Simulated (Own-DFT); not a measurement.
# How strain changes the stress of wurtzite AlGaN with randomly placed atoms, 72 atoms (Al27Ga9N36)

Calculated results; nothing here was measured. The program, named Own-DFT, is a retired in-house plane-wave density functional code that no person has reviewed. Each row is one single-point run on a periodic cell that was not relaxed, without spin or spin-orbit coupling.

Settings of every run: PBE; PseudoDojo norm-conserving scalar-relativistic files; cutoff 42 hartree; 4 x 4 x 3 k mesh centred on Gamma; Fermi-Dirac smearing of 0.1 eV.

Known limits: forces on such cells passed a denser k mesh, each cell not checked; stress not checked against mesh or cutoff.

Unstrained cell vectors in Å: (9.394, 0.000, 0.000); (-4.697, 8.135, 0.000); (0.000, 0.000, 10.066). The unstrained cell has measured lattice constants (interpolated for alloys), not those of this functional. That, the random moves and any unrelaxed bonds set the pressure at no strain. Each run strains this cell uniformly, with the atoms carried along. Every atom was also moved at random, by a Gaussian of width 0.05 Å on each axis. The random placing of the alloy's atoms differs from row to row. Strain is the symmetric tensor, in per cent. Stress is positive in tension, and the pressure is minus a third of its trace.

```
run  e_xx (%)  e_yy (%)  e_zz (%)  s_xx (GPa)  s_yy (GPa)  s_zz (GPa)  P (GPa)  E (meV/atom)
  1      0.25      0.25      0.00       -4.40       -5.98       -5.79     5.39           9.2
  2      3.00      3.00      0.00        8.13        8.20       -3.03    -4.43          20.6
  3      2.75      2.75      0.00        7.84        4.93       -0.96    -3.94          14.5
  4     -2.00     -2.00      0.00      -19.32      -19.20       -9.72    16.08          50.6
  5     -1.75     -1.75      0.00      -19.44      -14.28      -10.77    14.83          44.0
  6      0.50      0.50      0.00       -4.68       -1.59       -8.05     4.78          16.1
  7      1.75      1.75      0.00        2.88        2.15       -2.89    -0.72           0.0
  8     -1.50     -1.50      0.00      -17.33      -15.41       -7.90    13.55          36.8
  9      2.25      2.25      0.00           ?           ?           ?        ?             ?
```

E is the free energy for each atom above the lowest run shown.

## Worked fit

The change of volume is close to e_xx + e_yy + e_zz. A straight line through the runs shown gives P = 7.32 - 207 x (fractional change of volume) GPa, with an error of 6 on the slope and a scatter of 0.68 GPa. The strain isn't the same on all axes and the cell isn't cubic, so the slope belongs to this path and is not the bulk modulus.

## Withheld run

Question: what pressure should run 9 give? Its volume changes by 4.55 %.

The line gives -2.1 GPa. The calculation gave -1.60 GPa.
